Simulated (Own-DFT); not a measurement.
# Point defects and the pressure they add: C40 NbSi2

The numbers are computed, not measured, by runs of the plane-wave DFT program Own-DFT (in-house, retired, unreviewed) at fixed positions, with no spin and no spin-orbit coupling.

Settings: PBEsol; PseudoDojo norm-conserving scalar-relativistic files, made for PBE; cutoff 42 hartree; 4 x 4 x 5 k mesh centred on Gamma; cold (Marzari-Vanderbilt) smearing of 0.2 eV.

Known weak points: forces on such cells failed a check on a denser k mesh; stress not checked against mesh or cutoff.

All runs share one cell, with vectors in Å (0.000, 8.324, 0.000); (-9.613, 0.000, 0.000); (0.000, 0.000, 6.586) and a volume of 527.0 Å³. The atoms are randomly displaced, by u rms on each axis. The defect's site can differ from row to row.

| cell | formula | u (Å) | P (GPa) |
|---|---|---|---|
| no defect | Nb12Si24 | 0.0192 | -2.17 |
| no defect | Nb12Si24 | 0.0218 | -2.09 |
| no defect | Nb12Si24 | 0.0514 | -0.81 |
| two Si on a Nb site each | Nb10Si26 | 0.0288 | -1.84 |
| two Si on a Nb site each | Nb10Si26 | 0.0307 | ? |
| two Si on a Nb site each | Nb10Si26 | 0.0495 | -0.89 |
| two Si on a Nb site each | Nb10Si26 | 0.0516 | -0.56 |
| one Si vacancy | Nb12Si23 | 0.0361 | -2.31 |
| one Si vacancy | Nb12Si23 | 0.0500 | -1.80 |
| one Si vacancy | Nb12Si23 | 0.0510 | -1.72 |
| two Nb on a Si site each | Nb14Si22 | 0.0293 | 3.47 |
| two Nb on a Si site each | Nb14Si22 | 0.0327 | 3.70 |
| two Nb on a Si site each | Nb14Si22 | 0.0531 | 4.59 |

## Analysis

P = P0 + c u² + a shift for each defect gives P0 = -2.36 GPa, c = 578 ± 32 GPa/Å² and a scatter of 0.09 GPa. The shifts, and each times the cell's volume:

- two Nb on a Si site each: 5.37 ± 0.08 GPa, 17.6 eV (8.8 eV for each of its 2 sites)
- two Si on a Nb site each: 0.12 ± 0.08 GPa, 0.4 eV (0.2 eV for each of its 2 sites) (not resolved)
- one Si vacancy: -0.82 ± 0.08 GPa, -2.7 eV

Against the defect-free cell, a freed cell would be larger where the shift is positive and smaller where it is negative (160.2 GPa Å³ is 1 eV). The atoms around the defects weren't relaxed, which would change these numbers.

## The run left out

Q: what pressure belongs in the blank (two Si on a Nb site each, u = 0.0307 Å)?

From the fit: -1.70 ± 0.11 GPa. DFT gave -1.97 GPa.
